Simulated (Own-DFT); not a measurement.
GaN (wurtzite, atoms displaced) (calculated)

Computed with Own-DFT development build. A calculation, not a measurement: plane-wave PBE density functional theory by an unreviewed code, no spin, of a simulated periodic cell, stress positive in tension, free energy of the whole cell less one offset for each atom, forces on such cells passed a denser k mesh, this cell's mesh not checked; offsets are fitted by least squares, one for each functional and potential file, so energies compare only between cells with the same atoms and settings and are not formation energies; the far tail of each file's local potential was reset to the Coulomb form; each entry is a single point on an unrelaxed cell, so the pressure reflects the starting lattice, mostly measured values (interpolated for alloys), from which strain is counted, and rises with the displacements; printed positions are rounded, which can move forces by about a meV/angstrom; the program, named Own-DFT, is a retired in-house code; no spin-orbit coupling.

Common to all runs: functional PBE; potential files PseudoDojo norm-conserving, scalar-relativistic, standard set with the stringent files for Ga; wave cutoff 96 hartree; occupations Gaussian; smearing width 0.01 eV; k mesh 3 x 4 x 3 centred on Gamma.

(1) 
```xyz
96
Lattice="12.7560 0.0000 0.0000 -4.7835 8.2853 0.0000 0.0000 0.0000 10.3700" Properties=species:S:1:pos:R:3:force_x:R:1:force_y:R:1:force_z:R:1 formula=GaN free_energy_of_cell_above_offsets=-3.712 pressure=7.21 stress_xx=-5.25 stress_yy=-5.54 stress_zz=-10.83 stress_yz=-0.09 stress_xz=0.28 stress_xy=-0.46
Ga    -0.0903     1.9132     0.0769      1.291     -1.944     -0.504
Ga     1.7029     0.9665     2.6644     -2.309     -1.041     -0.712
N     -0.0221     1.8142     1.9554      0.584      0.573      0.736
N      1.6410     0.9481     4.5392     -0.891     -0.192      0.745
Ga     0.0151     1.8205     5.2458     -0.228      0.473     -1.708
Ga     1.5986     0.9434     7.8632      0.005     -0.803     -2.271
N      0.0342     1.9224     7.0981     -1.065     -1.132      1.533
N      1.5526     0.9520     9.7038     -0.261      0.072      1.792
Ga    -1.5511     4.5774     0.0123     -1.235      0.583     -0.368
Ga    -0.0023     3.6831     2.6152      0.028     -0.196     -0.689
N     -1.5966     4.6617     1.9837      0.252     -1.346     -1.174
N     -0.0651     3.7087     4.4659      1.427     -0.936      1.582
Ga    -1.5823     4.5677     5.2039       0.11      1.031     -0.217
Ga    -0.0296     3.6501     7.9078       0.01      1.489     -3.796
N     -1.6228     4.7486     7.0659      0.132     -3.065      1.869
N      0.0402     3.6344     9.7137     -0.592      1.128      1.998
Ga    -3.1736     7.3782     0.0426     -0.907     -0.197      -1.94
Ga    -1.5508     6.4391     2.5586     -1.709      0.549      1.715
N     -3.1558     7.4549     1.8911      -0.29     -1.014       1.98
N     -1.5728     6.4114     4.5933     -0.563      0.479     -1.604
Ga    -3.1696     7.3806     5.1737     -0.072      -0.51      0.875
Ga    -1.5496     6.4705     7.8144     -1.263      0.597     -1.357
N     -3.2236     7.3436     7.1277      0.114      0.728      0.438
N     -1.5869     6.4247     9.6950     -0.154     -0.319      1.285
Ga     3.1203     1.8654    10.3599      0.142     -0.165       0.58
Ga     4.8581     0.8800     2.6125     -0.815      1.068      0.206
N      3.1888     1.7487     2.0092      2.041      2.251     -1.288
N      4.7138     0.8607     4.5845      1.436      2.697     -1.322
Ga     3.1947     1.9145     5.1635     -0.155     -2.889      2.036
Ga     4.8861     0.9876     7.8825     -2.435     -1.442     -1.839
N      3.1695     1.9151     7.1440      0.896     -0.787      0.082
N      4.7152     0.8933     9.7401      0.211      0.498      1.098
Ga     1.5907     4.5668     0.0311      0.663      1.105     -0.338
Ga     3.1680     3.6933     2.6956      1.046     -0.603      -2.99
N      1.6437     4.5661     1.9924     -1.145      0.899     -0.511
N      3.1838     3.5571     4.4881      0.152      3.525      1.644
Ga     1.6378     4.5911     5.1959     -1.497      0.064     -0.191
Ga     3.2414     3.7272     7.7553     -0.773      0.297      -0.05
N      1.5499     4.5904     7.0951      0.782      0.492      1.239
N      3.1950     3.7024     9.7244     -0.142     -0.078      0.076
Ga    -0.0979     7.3616     0.0292      1.117     -0.196     -0.718
Ga     1.6290     6.4851     2.6135     -1.258     -0.878       0.23
N     -0.1026     7.4116     1.9443      2.516     -0.619     -0.129
N      1.5285     6.4840     4.5784      1.155     -0.534     -0.723
Ga    -0.0454     7.4423     5.1341     -0.355      -2.68      1.663
Ga     1.6221     6.5412     7.8176     -1.521      -1.52     -1.908
N     -0.0252     7.3192     7.0695      1.163      1.741      1.142
N      1.6014     6.5358     9.6510     -1.265     -1.414      2.592
Ga     6.2943     1.7522     0.0985      1.451      0.939     -3.069
Ga     7.9787     0.9893     2.6136      1.051     -1.117     -0.094
N      6.4834     1.8754     1.9036      -1.62     -0.724      1.954
N      8.0823     0.9112     4.5694     -2.129     -0.225      -0.19
Ga     6.3778     1.7910     5.2270     -0.098      0.333     -0.449
Ga     7.9949     0.9306     7.7610     -0.639     -0.306      0.812
N      6.3496     1.8536     7.1607      1.501      0.325     -0.469
N      8.0120     0.9019     9.7064     -0.597      0.235      0.674
Ga     4.7595     4.5899     0.0765      0.809      0.129     -1.353
Ga     6.3679     3.6337     2.6305     -0.066      1.807     -0.849
N      4.7525     4.6297     1.9483      0.101     -0.353      1.392
N      6.3516     3.6743     4.5321       0.25     -0.727      0.742
Ga     4.7532     4.5852     5.2066      0.475      0.214     -1.099
Ga     6.3807     3.6935     7.8490      0.056      0.296     -2.233
N      4.8451     4.6627     7.0654     -0.538     -0.539      1.352
N      6.4159     3.7249     9.6431     -1.686      -1.36      3.069
Ga     3.1492     7.3057     0.0339       0.89      1.091     -0.887
Ga     4.7990     6.5469     2.5767     -0.406     -1.678      0.675
N      3.1529     7.3445     1.9547       0.59      1.223      0.216
N      4.7807     6.4458     4.5626     -0.992     -0.515     -0.642
Ga     3.1643     7.3266     5.2097      0.197      0.195      0.158
Ga     4.7622     6.4989     7.7538      1.059     -0.942      0.657
N      3.2031     7.3394     7.2134     -0.312      1.315     -1.723
N      4.7650     6.4236     9.7150      0.015      0.115      0.603
Ga     9.6356     1.8991    10.3417     -1.938     -0.277     -0.019
Ga    11.1653     0.9209     2.6167      0.125     -0.319     -0.856
N      9.5876     1.7996     1.8942      0.062      0.658      0.754
N     11.0786     0.9019     4.4870      1.428      0.332      1.271
Ga     9.5865     1.8105     5.2248       0.35      1.263     -0.729
Ga    11.1165     0.9455     7.8129      1.732     -1.255      -0.46
N      9.5769     1.8311     7.1314     -0.185     -0.559     -0.233
N     11.1478     0.9517     9.7617      0.396     -0.566     -0.412
Ga     7.9867     4.5266    10.3362     -1.056      2.008      0.139
Ga     9.6142     3.6574     2.6084     -1.198       0.51     -0.814
N      7.8661     4.6421     1.8499      1.446     -0.578      1.873
N      9.5896     3.7296     4.5159      -0.64     -1.219      0.646
Ga     7.9806     4.5788     5.1948     -0.135      0.267      0.734
Ga     9.5428     3.5802     7.7576       1.13      2.571     -0.163
N      8.0342     4.6184     7.2944     -1.087     -3.123     -3.151
N      9.4782     3.7217     9.6523      3.053     -1.233      0.909
Ga     6.3201     7.3580     0.0759      1.302      -0.61     -1.338
Ga     8.0027     6.4827     2.6381      0.874     -1.055     -0.346
N      6.4332     7.2908     2.0059     -0.812      1.768     -0.533
N      7.9232     6.4190     4.6018        0.6      0.466     -0.715
Ga     6.3224     7.3824     5.1440      0.778     -0.393      0.939
Ga     7.9015     6.3117     7.7968      1.115      3.673     -0.585
N      6.3722     7.3072     7.1123     -0.194      1.455      0.131
N      8.0299     6.4153     9.6297     -0.881      0.646      2.923
```

Units: free_energy_of_cell_above_offsets in eV; pressure, stress_xx, stress_yy, stress_zz, stress_yz, stress_xz, stress_xy in GPa; force_x, force_y, force_z in eV/Å.

(2) 
```xyz
96
Lattice="12.7560 0.0000 0.0000 -4.7835 8.2853 0.0000 0.0000 0.0000 10.3700" Properties=species:S:1:pos:R:3:force_x:R:1:force_y:R:1:force_z:R:1 formula=GaN free_energy_of_cell_above_offsets=-6.343 pressure=6.58 stress_xx=-6.69 stress_yy=-6.87 stress_zz=-6.19 stress_yz=0.02 stress_xz=0.07 stress_xy=-0.13
Ga    -0.0247     1.7857    10.3557      0.953      1.155      0.034
Ga     1.5377     0.9272     2.6157       1.02     -0.268      0.355
N      0.0050     1.7933     1.9454      0.701       1.02     -1.155
N      1.5381     0.9454     4.5655      1.929     -0.708     -0.486
Ga     0.0363     1.8220     5.1199     -1.122      0.502      1.139
Ga     1.5529     0.9596     7.7878      0.957     -0.689      0.174
N      0.0318     1.8442     7.1643     -0.567     -1.626     -1.306
N      1.5878     0.8804     9.7326     -0.306      0.484       -0.2
Ga    -1.6043     4.5519    10.3412      1.001      0.668      1.047
Ga     0.0129     3.6164     2.5327       -0.6      0.742      1.643
N     -1.5783     4.5716     2.0554     -0.672      0.414     -1.581
N      0.0660     3.6181     4.5907     -0.521      1.372     -0.937
Ga    -1.6216     4.6102     5.2168      0.659      -0.13     -1.989
Ga    -0.0134     3.5629     7.6847      0.581      3.156      0.996
N     -1.5334     4.5666     7.0620     -1.141      0.476      1.985
N      0.0388     3.6745     9.6857     -0.335     -0.378      0.446
Ga    -3.1548     7.3572    10.3371     -0.779     -0.161      1.253
Ga    -1.5939     6.5080     2.5735     -1.489     -1.586      1.243
N     -3.2340     7.4166     2.0142      0.223     -0.863     -1.346
N     -1.6845     6.4590     4.5686      2.182      0.054     -0.359
Ga    -3.1889     7.3829     5.1844     -0.176      0.222     -0.218
Ga    -1.6087     6.4597     7.7871      0.455      -0.58     -1.156
N     -3.1749     7.4330     7.1192     -0.314     -0.686      0.482
N     -1.6241     6.4484     9.6926      0.209     -0.806      0.459
Ga     3.1847     1.7828     0.0067     -0.578      1.541      -0.01
Ga     4.7787     0.9018     2.5893     -0.556      0.493     -0.262
N      3.0985     1.8343     1.9490      1.054      0.007      0.364
N      4.8220     0.9194     4.5265     -0.466     -0.035       0.41
Ga     3.2115     1.8505     5.1923     -0.519     -1.024     -0.526
Ga     4.7426     0.9350     7.7720     -0.237     -1.034     -0.284
N      3.1136     1.8025     7.0842      1.022      0.497      0.901
N      4.7040     0.8736     9.7180      1.062     -0.056       0.14
Ga     1.5377     4.7062     0.0542      1.088     -2.425     -0.398
Ga     3.1806     3.6732     2.6077      0.182     -0.389      -0.38
N      1.5895     4.5870     2.0152      0.136      0.594      -0.66
N      3.1535     3.6575     4.5931      0.511      0.016      -1.32
Ga     1.6572     4.6611     5.1568     -1.793     -1.265      0.702
Ga     3.1740     3.6696     7.7744     -0.457      0.047      0.019
N      1.5782     4.6127     7.0952      0.299     -0.902      0.306
N      3.2828     3.7070     9.6946     -1.217     -0.573      0.887
Ga    -0.0731     7.3044    10.3699      0.994      0.545      -0.38
Ga     1.5709     6.4503     2.6249     -0.518     -0.143     -0.551
N     -0.0769     7.3546     1.9381        1.7      0.372     -0.211
N      1.5528     6.4328     4.5337      0.766       0.34     -0.325
Ga     0.0620     7.3578     5.2255     -1.762      0.013     -0.334
Ga     1.5539     6.3690     7.8332      0.679      0.252     -1.436
N      0.0565     7.2768     7.1277     -1.307       1.41      0.553
N      1.5676     6.3885     9.6719     -0.022      1.847      2.158
Ga     6.3053     1.8938    10.3155      0.651     -2.379      1.095
Ga     7.9332     0.8641     2.6062       0.61      1.742      0.128
N      6.3667     1.8517     2.0009      -0.25     -0.618     -1.197
N      7.9769     0.9560     4.5271      0.543     -1.134      0.441
Ga     6.4248     1.8317     5.1352     -0.383      0.008      0.974
Ga     7.9538     0.8899     7.7471       0.53      -0.05       0.16
N      6.3543     1.7841     7.2017     -0.124      0.716     -1.229
N      7.9925     0.9006     9.6921     -0.798      0.621       0.64
Ga     4.8499     4.6156     0.0010     -1.033     -0.066     -0.139
Ga     6.3740     3.6469     2.6453      0.108      0.398     -0.944
N      4.8062     4.5410     1.9422     -0.422      0.859      0.581
N      6.4378     3.6729     4.5214      -2.01     -0.101      0.864
Ga     4.6929     4.5646     5.1368       1.94      0.841      0.521
Ga     6.3920     3.6230     7.7570     -0.269      0.636     -0.062
N      4.7591     4.5580     7.1229      0.636      0.192      -0.32
N      6.3977     3.6316     9.7521     -0.266      1.364     -1.073
Ga     3.1918     7.3943     0.0188     -1.349      0.145      0.012
Ga     4.7187     6.4577     2.5377      0.942      -0.72      0.653
N      3.1633     7.3953     2.0287     -0.771     -1.291     -1.456
N      4.7448     6.5102     4.5293      1.102      -1.63      -0.37
Ga     3.1863     7.2788     5.1643     -0.799      1.987      0.844
Ga     4.7984     6.4078     7.7250     -1.255      0.434      0.759
N      3.0928     7.3707     7.1391      1.138     -1.069     -0.321
N      4.6903     6.4771     9.7983       2.13     -0.651     -1.086
Ga     9.5616     1.8348     0.0183     -0.695      0.736      -0.37
Ga    11.3070     0.8861     2.5173     -3.287     -0.315      1.307
N      9.5484     1.7874     1.9355      0.434      0.116      0.381
N     11.2127     0.8839     4.5101     -0.134      0.198     -0.198
Ga     9.6334     1.8301     5.1617     -0.481      0.168     -0.087
Ga    11.2817     0.9482     7.8629     -2.329     -0.318     -1.676
N      9.5174     1.8552     7.1195      1.096     -0.435      0.256
N     11.1347     0.9664     9.7284      0.379     -0.981      0.686
Ga     7.9142     4.5872    10.3424       1.47     -0.248       0.76
Ga     9.4287     3.6755     2.5536      2.927     -0.952      1.051
N      7.9664     4.5876     1.9961     -1.641       0.63     -1.478
N      9.5831     3.6796     4.5361     -0.538     -0.384     -0.034
Ga     7.9274     4.5717     5.1590      1.654       0.58      0.432
Ga     9.5400     3.6881     7.7387      0.566      0.092     -0.107
N      7.9453     4.6423     7.1371     -0.048     -0.279     -0.078
N      9.6169     3.7502     9.6979     -1.643     -1.315      0.044
Ga     6.3731     7.3830     0.0248     -0.122     -0.503     -0.913
Ga     7.9215     6.4364     2.5683      0.923     -0.196       0.18
N      6.3523     7.3312     1.9300     -0.134      0.225      0.296
N      8.0867     6.3805     4.4862     -2.037      0.685      0.904
Ga     6.3914     7.3807     5.1933      0.441     -0.672     -0.655
Ga     7.9964     6.4898     7.7343     -0.316     -0.384      0.665
N      6.3334     7.3829     7.1310      0.916      0.258      0.445
N      8.0065     6.3950     9.7982     -0.913      1.146     -1.172
```

Units: free_energy_of_cell_above_offsets in eV; pressure, stress_xx, stress_yy, stress_zz, stress_yz, stress_xz, stress_xy in GPa; force_x, force_y, force_z in eV/Å.

(3) 
```xyz
96
Lattice="12.7560 0.0000 0.0000 -4.7835 8.2853 0.0000 0.0000 0.0000 10.3700" Properties=species:S:1:pos:R:3:force_x:R:1:force_y:R:1:force_z:R:1 formula=GaN free_energy_of_cell_above_offsets=-3.424 pressure=7.43 stress_xx=-7.5 stress_yy=-7.08 stress_zz=-7.7 stress_yz=0.66 stress_xz=0.76 stress_xy=0.62
Ga     0.0316     1.7978    10.2855     -0.562      1.029      1.172
Ga     1.6231     0.9075     2.6175     -0.464      0.428      0.037
N      0.0910     1.8336     1.9150     -1.587     -0.551     -0.022
N      1.5922     0.8663     4.5088     -0.355      0.311      1.512
Ga    -0.0377     1.8006     5.2293      1.974       1.26     -0.669
Ga     1.6551     0.9243     7.7543     -0.437     -0.073      0.544
N     -0.0041     1.8084     7.1648     -0.141     -0.478      0.204
N      1.6207     0.9507     9.7698      0.473      -0.62     -1.463
Ga    -1.5399     4.5755     0.0616     -0.854      0.529     -1.726
Ga     0.0592     3.6277     2.5671      -1.54      0.499      0.969
N     -1.5751     4.6629     1.8902      0.335     -0.696      2.105
N     -0.0494     3.7118     4.5686       0.67      -0.55     -0.265
Ga    -1.6315     4.6649     5.2428      0.989     -0.225     -0.732
Ga     0.0482     3.6300     7.7366      0.023      1.175      0.664
N     -1.5698     4.5507     7.1707     -0.981      0.325      0.384
N      0.0099     3.7301     9.7599     -0.323     -1.574     -0.854
Ga    -3.1249     7.3982    10.3649      -0.85     -0.916      0.395
Ga    -1.6028     6.4948     2.6085      0.608     -0.736      0.194
N     -3.0869     7.4465     1.9996     -2.374     -1.454      -1.05
N     -1.6134     6.4927     4.5387      0.394     -0.591      0.722
Ga    -3.1942     7.2703     5.2493      0.045       1.35     -1.241
Ga    -1.6352     6.4982     7.7213      0.738     -2.442      2.253
N     -3.1550     7.3305     7.1719      -1.79      0.915     -0.516
N     -1.5851     6.4019     9.7869      0.189      0.891     -1.221
Ga     3.1866     1.8204     0.1019      0.653      1.439     -3.615
Ga     4.7713     0.9818     2.5601      0.608     -0.857       0.41
N      3.1408     1.8440     1.8827      0.661      0.315      2.913
N      4.7593     0.8590     4.5503      0.883      2.135     -0.655
Ga     3.2283     1.8500     5.1261     -0.808     -0.632     -0.135
Ga     4.8560     0.8587     7.7383      -0.63      0.958      0.248
N      3.1704     1.8319     7.0414      1.063     -0.429      0.988
N      4.8396     0.8627     9.7551     -0.075      4.136     -1.783
Ga     1.5546     4.5615     0.0757      0.586      1.627     -1.294
Ga     3.0897     3.6692     2.5631      0.872      0.204      0.129
N      1.5292     4.7083     2.0018      0.577     -2.944     -0.903
N      3.2182     3.6620     4.5114      -0.43      0.679     -0.007
Ga     1.6438     4.6825     5.0833     -1.033     -0.951      1.438
Ga     3.2230     3.6458     7.6728     -0.173      1.205      1.379
N      1.6037     4.6207     7.1560      0.128     -0.044     -1.129
N      3.1116     3.7754     9.7223       1.74     -1.629     -0.125
Ga    -0.0346     7.5246     0.0037      0.448     -4.966      1.331
Ga     1.5934     6.3805     2.6023     -0.661      3.333      0.731
N     -0.0273     7.3646     1.9896      0.849      0.774     -0.612
N      1.4959     6.5000     4.5279       2.43     -0.325      0.168
Ga     0.0426     7.4209     5.2162     -1.306     -0.936     -0.845
Ga     1.4755     6.4634     7.8118      1.529     -1.004     -0.596
N     -0.0799     7.2919     7.1007      1.029      1.421      0.369
N      1.6166     6.4867     9.6601     -0.685     -0.003      2.263
Ga     6.5363     1.8515    10.3393     -2.298     -0.278      0.369
Ga     7.9599     0.8789     2.5206     -0.166       -0.2      1.559
N      6.4544     1.7980     1.8853     -1.177      0.907      0.708
N      7.9392     0.9100     4.5124      1.116      0.669     -0.091
Ga     6.4243     1.9290     5.2069     -0.599     -1.735     -1.396
Ga     8.0514     0.9618     7.7904     -3.138     -1.824      1.121
N      6.4418     1.8440     7.0474     -0.449      -0.23      2.528
N      8.0433     0.9396     9.7784     -0.247     -1.373     -1.241
Ga     4.8878     4.6193    10.3365     -2.516     -0.409      0.713
Ga     6.4693     3.6845     2.6349     -2.226     -0.969     -0.408
N      4.6964     4.5266     2.0081      1.805      0.947      -0.84
N      6.3255     3.6579     4.5494      0.941       1.28     -0.188
Ga     4.7792     4.6748     5.1802      0.026      -1.81      -0.21
Ga     6.5024     3.6831     7.8085     -2.388     -0.236     -0.392
N      4.8465     4.6342     7.0863     -0.057     -0.001      0.806
N      6.3526     3.6375     9.7398       1.39      0.119     -0.469
Ga     3.1613     7.3449     0.1023      0.369     -0.669     -2.141
Ga     4.8433     6.4585     2.5274     -2.607     -2.356      1.014
N      3.1971     7.3201     1.9812      0.021     -0.011      0.306
N      4.7711     6.4143     4.5192      0.309      1.483     -0.188
Ga     3.2920     7.4438     5.2365     -2.017     -0.615     -0.823
Ga     4.7603     6.5745     7.6347      0.636     -2.293      2.296
N      3.1676     7.3929     7.1662      -0.77      0.419     -0.452
N      4.8311     6.4176     9.7195       -0.8      0.966     -0.379
Ga     9.5483     1.7954     0.0536      1.186      0.885      0.111
Ga    11.0899     0.8471     2.6271      1.167      1.596     -0.818
N      9.5176     1.8157     1.9767       1.17      0.149      0.249
N     11.2136     0.9535     4.5414     -0.992     -1.722      0.008
Ga     9.6499     1.7999     5.2018     -1.693      1.153     -1.189
Ga    11.1181     0.9758     7.8465       0.32     -0.561     -0.459
N      9.4523     1.7535     7.0903      3.721      2.236      0.107
N     11.1379     0.9141     9.7714      0.155     -0.034     -0.113
Ga     8.0141     4.5089     0.0853     -2.159      2.499     -0.646
Ga     9.6718     3.6894     2.5420     -0.832      0.144      0.612
N      7.9304     4.5980     1.9643      1.338      0.891      0.699
N      9.6044     3.7331     4.5236     -0.215     -1.237     -0.001
Ga     8.0094     4.6222     5.1040     -0.677      -2.45      1.199
Ga     9.4877     3.7042     7.7936      1.765      -0.44      0.807
N      7.9773     4.5697     7.1474      0.436      1.526     -1.103
N      9.4821     3.6703     9.8974      2.703     -1.197     -2.357
Ga     6.3517     7.3239     0.0470      0.638      0.154     -1.407
Ga     7.9023     6.4834     2.6351      1.832     -0.351     -1.071
N      6.3079     7.3316     1.9585      1.951      1.078      0.038
N      7.9718     6.3328     4.5325     -0.695      2.841      0.323
Ga     6.3294     7.3423     5.2096      1.103      0.068     -0.396
Ga     7.9291     6.4907     7.7458      1.615     -1.455      1.639
N      6.4569     7.3623     7.1509     -1.934      1.599     -1.001
N      7.9547     6.4670     9.7240      0.506     -0.465      0.498
```

Units: free_energy_of_cell_above_offsets in eV; pressure, stress_xx, stress_yy, stress_zz, stress_yz, stress_xz, stress_xy in GPa; force_x, force_y, force_z in eV/Å.
